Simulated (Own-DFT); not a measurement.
# What a defect does to the pressure of its cell: zincblende GaAs

Calculated, not measured: single-point runs of Own-DFT, a retired in-house plane-wave DFT program that no person has reviewed, on unrelaxed cells, without spin or spin-orbit coupling.

Method: PBE; PseudoDojo norm-conserving scalar-relativistic files; cutoff 42 hartree; 3 x 3 x 3 k mesh centred on Gamma; Fermi-Dirac smearing of 0.1 eV.

Known weak points (not all hold for every row): not probed for a lower state with spin; forces not confirmed at this smearing and k mesh; stress not checked against mesh or cutoff.

All runs share one cell, with vectors in Å (10.862, 0.000, 0.000); (0.000, 10.862, 0.000); (0.000, 0.000, 11.796) and a volume of 1391.7 Å³, strained against the parent crystal. Atoms were moved at random from their sites; u is the rms move along one axis. The defect's site can differ from row to row.

```
                             cell     formula   u (Å)  P (GPa)
                        no defect    As32Ga32  0.0292     6.65
                        no defect    As32Ga32  0.0301     6.66
                        no defect    As32Ga32  0.0543     7.12
              one In on a Ga site  As32Ga31In  0.0286     7.43
              one In on a Ga site  As32Ga31In  0.0317     7.43
              one In on a Ga site  As32Ga31In  0.0320     7.51
one As vacancy and one Ga vacancy    As31Ga31  0.0290     5.94
one As vacancy and one Ga vacancy    As31Ga31  0.0298        ?
one As vacancy and one Ga vacancy    As31Ga31  0.0453     6.27
one As vacancy and one Ga vacancy    As31Ga31  0.0503     6.22
              one Al on a Ga site  AlAs32Ga31  0.0327     6.70
              one Al on a Ga site  AlAs32Ga31  0.0497     6.94
              one Al on a Ga site  AlAs32Ga31  0.0528     7.11
              one P on an As site   As31Ga32P  0.0275     6.36
              one P on an As site   As31Ga32P  0.0480     6.83
              one P on an As site   As31Ga32P  0.0500     6.80
```

## Worked fit

P = P0 + c u² + a shift for each defect gives P0 = 6.45 GPa, c = 227 ± 20 GPa/Å² and a scatter of 0.06 GPa. The shifts, and each times the cell's volume:

- one In on a Ga site: 0.79 ± 0.05 GPa, 6.8 eV
- one Al on a Ga site: -0.01 ± 0.05 GPa, -0.1 eV (not resolved)
- one P on an As site: -0.21 ± 0.05 GPa, -1.8 eV
- one As vacancy and one Ga vacancy: -0.72 ± 0.05 GPa, -6.2 eV

Positive is outwards. The product with the volume (160.2 GPa Å³ to the eV) is nearly free of the cell's size; divided by the bulk modulus at the cell's pressure it gives the volume that the defect adds. The atoms around the defects weren't relaxed, which would change these numbers.

## Test on the hidden row

Question: what pressure belongs in the blank (one As vacancy and one Ga vacancy, u = 0.0298 Å)?

The fitted form gives 5.93 ± 0.07 GPa. The run itself gave 5.94 GPa.
